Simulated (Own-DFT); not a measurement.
# Shaking the atoms of beta-Si3N4, 112 atoms (N64Si48)

All numbers below are calculated, not measured. They come from Own-DFT, an in-house plane-wave density functional program, since retired, whose code no person has reviewed. Each row is one single-point run on a periodic cell that was not relaxed, without spin or spin-orbit coupling.

Settings of every run: PBE; PseudoDojo norm-conserving scalar-relativistic files; cutoff 42 hartree; 2 x 2 x 4 k mesh centred on Gamma; Fermi-Dirac smearing of 0.1 eV.

Known limits, some of them of some rows only: some atoms lie very close together; forces on such cells moved up to 12 meV/angstrom on a denser k mesh; stress not checked against mesh or cutoff.

Cell vectors in Å: (15.212, 0.000, 0.000); (-7.606, 13.174, 0.000); (0.000, 0.000, 5.818). In each run every atom was moved at random and independently from its ideal site; u is the rms move along one axis. E is the free energy for each atom above the fitted value at u = 0, and F the rms of the force components.

| run | u (Å) | E (meV/atom) | F (eV/Å) | largest force (eV/Å) | P (GPa) |
|---|---|---|---|---|---|
| 1 | 0.0200 | 16.8 | 0.763 | 2.70 | 5.43 |
| 2 | 0.0206 | 22.8 | 0.914 | 3.32 | 5.64 |
| 3 | 0.0502 | 116.0 | 1.985 | 8.49 | 7.97 |
| 4 | 0.0503 | 117.5 | 2.044 | 9.80 | 7.96 |
| 5 | 0.0958 | ? | ? | ? | ? |
| 6 | 0.1009 | 531.1 | 5.288 | 32.20 | 18.81 |
| 7 | 0.1019 | 458.0 | 4.489 | 23.19 | 16.98 |
| 8 | 0.1414 | 993.6 | 8.482 | 54.45 | 29.09 |

## Worked fit

For small independent moves the energy grows as E = (3/2) K u², with K the mean stiffness felt by one atom. The runs with u up to 0.11 Å give K = 31.6 ± 1.4 eV/Å², with residuals divided by u² + 0.0006 Å², since the noise grows with the moves. The scatter is 10.3 meV/atom at u = 0.05 Å. The forces follow F = G u with G = 43.4 eV/Å²; no force at u = 0 is resolved. G exceeds K because the moves of its neighbours add to the force on an atom, and stiffness differs between atoms. At u = 0.141 Å the parabola gives 948 meV/atom and the run 994. The pressure follows P = 4.93 + 1257 u² GPa: at fixed volume, shortened bonds push harder than stretched ones pull.

## Withheld run

Question: what energy and rms force should run 5 give?

The fit gives 435 ± 38 meV/atom and about 4.16 eV/Å. The calculation gave 482.6 meV/atom and 4.792 eV/Å.
